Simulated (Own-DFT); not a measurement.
# Computed records: Hf$_{32}$O$_{63}$ (monoclinic hafnia with one vacancy, atoms displaced)

A calculation, not a measurement: plane-wave density functional theory by an unreviewed code, no spin, of a simulated periodic cell, stress positive in tension, run twice, with PBE and with PBEsol, both on files made for PBE, so the change isn't that of files made for PBEsol, defect cell not probed for a lower state with spin; hafnium file: forces about 75 meV/angstrom off all-electron values; oxygen file: force components 24 meV/angstrom off all-electron in one glass; forces on such cells passed a denser k mesh, this cell's mesh not checked; the far tail of each file's local potential was reset to the Coulomb form; each entry is a single point on an unrelaxed cell, so the pressure reflects the starting lattice, mostly measured values (interpolated for alloys), from which strain is counted, and rises with the displacements; printed positions are rounded, which can move forces by about a meV/angstrom; the program, named Own-DFT, is a retired in-house code; no spin-orbit coupling; stress was not checked against mesh or cutoff. Program: Own-DFT development build.

```xyz
95
Lattice="10.2340 0.0000 0.0000 0.0000 10.3500 0.0000 -1.6955 0.0000 10.4453" Properties=species:S:1:pos:R:3:PBE_force_x:R:1:PBE_force_y:R:1:PBE_force_z:R:1:PBEsol_force_x:R:1:PBEsol_force_y:R:1:PBEsol_force_z:R:1 formula=Hf32O63 functional=PBE,then_PBEsol potential_files=PseudoDojo_norm-conserving,scalar-relativistic,standard_set wave_cutoff=72 occupations=Fermi-Dirac smearing_width=0.1 k_mesh=2_x_2_x_2_centred_on_Gamma PBE_pressure=5.17 PBE_stress_xx=-4.6 PBE_stress_yy=-5.58 PBE_stress_zz=-5.34 PBE_stress_yz=-0.07 PBE_stress_xz=0.27 PBE_stress_xy=0.05 PBEsol_pressure=-1.22 PBEsol_stress_xx=1.8 PBEsol_stress_yy=0.76 PBEsol_stress_zz=1.09 PBEsol_stress_yz=-0.09 PBEsol_stress_xz=0.61 PBEsol_stress_xy=0.04 rms_change_of_force_components_from_PBE_to_PBEsol=0.051
Hf     1.2678     0.1785     1.0705     -1.232      0.397      0.195     -1.304       0.33      0.246
Hf     3.4519     2.7056     1.5354     -0.741      1.801      -0.95     -0.644      1.905     -0.797
Hf     3.0425     5.0183     4.1540       0.47      0.857     -0.933      0.437      0.794      -0.88
Hf     0.9297     2.4387     3.7836      -1.87     -2.076     -1.544     -1.806     -2.056     -1.527
O      0.0756     1.7541     1.8281      0.527     -0.426      0.045      0.512       -0.4      0.081
O      4.5306     4.3057     0.7246      1.111      -0.05      0.978      1.074     -0.036      0.908
O      4.2379     3.4780     3.4307     -1.415      0.282       0.16     -1.386      0.242      0.113
O     -0.3406     0.8040     4.4992     -0.226      1.411     -1.427     -0.219      1.333     -1.326
O      1.8327     4.0409     2.5431       1.04      -1.22      0.259      1.058     -1.192      0.268
O      2.4036     1.1836     2.7538      0.303      1.603     -0.572      0.241      1.579     -0.571
O      1.4733     3.9179     5.0995     -0.167     -0.358       0.12     -0.103      -0.34      0.095
Hf     0.3776     0.2090     6.3480      0.528     -0.896     -0.092      0.533     -0.809     -0.126
Hf     2.7135     2.7860     6.6750     -1.349     -3.042      2.932     -1.296     -2.926      2.919
Hf     2.1502     4.9691     9.2411      1.228     -1.155      1.527      1.193     -1.189      1.501
Hf    -0.0035     2.4280     8.9197      0.087     -1.608      0.042      0.029     -1.541     -0.095
O     -0.7838     1.6664     7.0511      -1.09       1.11     -0.112     -1.062      1.104     -0.062
O      3.6650     4.2998     6.1003      2.963       3.21     -1.491       2.88       3.13     -1.501
O      3.3546     3.4447     8.5648     -0.008      0.717      0.633     -0.026      0.695      0.563
O     -1.2979     0.8455     9.6051      1.761      1.215       0.52        1.7      1.157      0.549
O      1.0258     3.9885     7.7733     -0.611     -0.637     -1.207     -0.534     -0.614     -1.146
O      1.9069     1.3145     5.3318      0.858      0.986     -0.129      0.757      0.981     -0.123
O      1.5131     1.2544     7.8942     -0.144      0.428      1.439     -0.223      0.421      1.384
O      0.6196     3.8737    10.3450     -0.533     -0.935     -0.239     -0.456     -0.904     -0.257
Hf     1.2710     5.4250     1.0881      0.177      0.051      0.329      0.176      0.107      0.316
Hf     3.4922     7.9699     1.5154     -1.738      0.668     -0.243     -1.714      0.685     -0.237
Hf     3.1524    10.0301     4.1219      -2.76      1.404       0.53      -2.69      1.308       0.55
Hf     0.7765     7.5498     3.7121      1.334      1.702     -0.793      1.304      1.596     -0.794
O      0.1194     6.8719     1.7920     -1.434      0.826     -0.273     -1.383      0.804     -0.219
O      4.6713     9.3958     0.7220      0.788       0.92      1.191      0.739      0.905      1.107
O      4.2588     8.6142     3.4716      0.508     -0.843     -1.197       0.49     -0.824     -1.211
O     -0.2972     6.1339     4.3796     -2.046     -2.413      0.852     -1.959     -2.356      0.883
O      1.9892     9.1335     2.4866     -0.295     -0.234     -0.126     -0.212     -0.218     -0.134
O      2.8572     6.5839     0.1591     -0.502     -1.233     -0.982     -0.554       -1.2     -0.945
O      2.3204     6.5466     2.7339      1.519     -1.336      0.437      1.414     -1.301      0.419
O      1.4579     9.0476     5.0834      0.254     -0.608     -0.102      0.315     -0.605     -0.097
Hf     0.4099     5.4147     6.2356     -1.103      0.159      1.533     -1.059      0.209      1.474
Hf     2.5728     7.9569     6.6560     -0.406      2.221      1.809     -0.409      2.211      1.801
Hf     2.1932    10.0572     9.4240     -0.304      1.506     -2.078     -0.228      1.307     -2.068
Hf    -0.0546     7.4204     8.8804      0.689      3.704     -0.237      0.653      3.585     -0.263
O     -0.7817     6.9465     7.0233      0.046     -0.933     -0.503      0.068     -0.902     -0.426
O      3.7534     9.4941     5.9816      0.931      -0.19      0.776      0.893     -0.189      0.673
O      3.2481     8.6160     8.6571      1.746     -0.848     -0.216      1.675     -0.829     -0.246
O     -1.1739     6.0674     9.6277     -1.132     -1.765      0.397     -1.091     -1.733      0.434
O      1.0853     9.1156     7.7392     -0.558     -0.514      -0.57      -0.47     -0.499     -0.567
O      1.9136     6.5274     5.3548      1.044     -0.441     -0.719      0.954     -0.437     -0.694
O      1.5694     6.4253     7.9171     -0.363      0.277     -0.524     -0.415      0.268     -0.509
O      0.5640     9.0106    10.3304      0.263      0.408      0.162      0.329       0.42      0.171
Hf     6.3719     0.2996     1.1162      0.316     -1.366     -1.492      0.341     -1.302     -1.474
Hf     8.5846     2.7969     1.5456      0.465      0.497      0.475      0.452       0.53      0.482
Hf     8.1563     4.8890     4.1333     -0.059       1.46     -0.536     -0.075      1.367     -0.491
Hf     5.8174     2.3330     3.7444      2.565      0.961      -0.39      2.518      0.885     -0.415
O      5.1710     1.7095     1.7702     -0.781      0.475      0.785     -0.762      0.486      0.819
O      9.6924     4.3864     0.7879      0.326     -0.627      0.278      0.305     -0.597      0.208
O      9.3850     3.5235     3.3500      0.214     -0.243       1.03      0.185     -0.247      0.968
O      4.8118     0.8178     4.4474     -0.914     -0.064     -0.635     -0.871     -0.083     -0.581
O      6.9574     3.8522     2.5146      0.227      0.805     -0.385      0.295      0.779     -0.369
O      7.9559     1.3900     0.1519     -0.273     -0.768     -0.069     -0.336     -0.749     -0.059
O      7.4548     1.2435     2.7893      0.073      0.397     -1.054          0      0.375     -1.039
O      6.6396     3.8932     5.1016      -1.27     -0.749      0.746      -1.17     -0.714      0.727
Hf     5.6380     0.1481     6.2485     -2.155      1.181      1.563     -2.077      1.196      1.484
Hf     7.7576     2.7663     6.7899     -0.124     -0.394      -1.13     -0.112     -0.356     -1.048
Hf     7.3372     4.9275     9.3936     -0.456      0.706      -0.05     -0.457      0.653     -0.011
Hf     5.1856     2.4248     8.9848      -2.42     -1.701     -1.978     -2.369     -1.708     -1.951
O      4.3746     1.6983     7.1155      0.244     -0.314     -1.813       0.23      -0.26      -1.73
O      8.8609     4.3813     6.0402      0.494     -0.416     -0.068      0.478     -0.393     -0.139
O      8.4343     3.4214     8.5859      0.275      0.425      0.893      0.257      0.393      0.815
O      3.8825     1.0208     9.6017     -0.204     -1.262      1.546     -0.158     -1.237       1.55
O      6.1028     3.9593     7.7419      0.627     -0.321     -0.208      0.658     -0.309     -0.198
O      7.0452     1.3020     5.2699      0.745      0.744      0.901      0.643      0.697      0.878
O      6.6763     1.2540     7.9085      0.264      0.067      0.305      0.206      0.088      0.294
O      5.6920     3.7944    10.3179      0.711      1.795      1.122      0.762      1.743      1.075
Hf     6.2926     5.4191     1.0530      0.045     -1.502     -0.351      0.039     -1.412     -0.378
Hf     8.5370     7.9441     1.5299      1.081      0.262     -0.396      1.046      0.307     -0.374
Hf     8.1817    10.1132     4.0852      0.873      0.155      0.922      0.847      0.106      0.944
Hf     5.9730     7.5897     3.5991      0.352     -1.054      1.791      0.363     -1.063      1.751
O      5.1604     6.9062     1.7237      0.751      -0.28      0.573      0.742     -0.259      0.599
O      9.6701     9.4617     0.8009      0.978      0.246      0.673      0.938       0.25      0.592
O      9.3637     8.6099     3.4077     -1.217       0.53     -0.761     -1.199      0.498     -0.779
O      4.7955     6.0986     4.4094     -1.021     -1.032      0.476     -1.001     -1.024      0.497
O      6.9750     9.1209     2.4966      0.244     -0.145     -0.159      0.295     -0.157     -0.147
O      7.9770     6.4981     0.1034     -0.869      0.067      0.046     -0.903       0.06      0.049
O      7.4849     6.4423     2.7049      0.169     -0.692     -0.457      0.101     -0.646     -0.452
O      6.5878     8.9986     5.0805     -0.374       0.54      0.029     -0.309      0.543      0.041
Hf     5.5194     5.3596     6.3932     -0.413       1.41     -1.626     -0.383      1.402     -1.593
Hf     7.6331     8.0068     6.7469      2.384     -0.522     -0.296      2.332      -0.45     -0.293
Hf     7.2776    10.1252     9.4155      0.871     -0.442     -0.857      0.885     -0.476       -0.8
Hf     5.0793     7.5297     8.8797     -1.154      1.304      1.538     -1.129      1.204      1.457
O      4.3009     7.0290     7.0669      1.473     -2.037     -1.167      1.436     -1.969     -1.064
O      8.8849     9.3889     5.9419     -0.164      0.252      0.818     -0.193      0.263      0.754
O      8.5048     8.6401     8.6683     -0.682     -0.116     -0.366     -0.683     -0.131     -0.397
O      3.9035     6.0279     9.5639      0.571      0.023      0.449      0.566      0.021      0.487
O      6.1622     9.0991     7.7118      -0.35     -0.138      0.345      -0.27     -0.151      0.309
O      7.0961     6.6096     5.2326     -0.219      -1.03      1.381     -0.274      -0.99      1.347
O      6.6146     6.4211     8.0238      0.277     -0.175     -1.383      0.189     -0.165      -1.35
O      5.7082     9.0920    10.3908     -0.645     -1.013     -0.665     -0.559     -0.975      -0.63
```

Units: wave_cutoff in hartree; smearing_width in eV; PBE_pressure, PBE_stress_xx, PBE_stress_yy, PBE_stress_zz, PBE_stress_yz, PBE_stress_xz, PBE_stress_xy, PBEsol_pressure, PBEsol_stress_xx, PBEsol_stress_yy, PBEsol_stress_zz, PBEsol_stress_yz, PBEsol_stress_xz, PBEsol_stress_xy in GPa; rms_change_of_force_components_from_PBE_to_PBEsol, PBE_force_x, PBE_force_y, PBE_force_z, PBEsol_force_x, PBEsol_force_y, PBEsol_force_z in eV/Å.
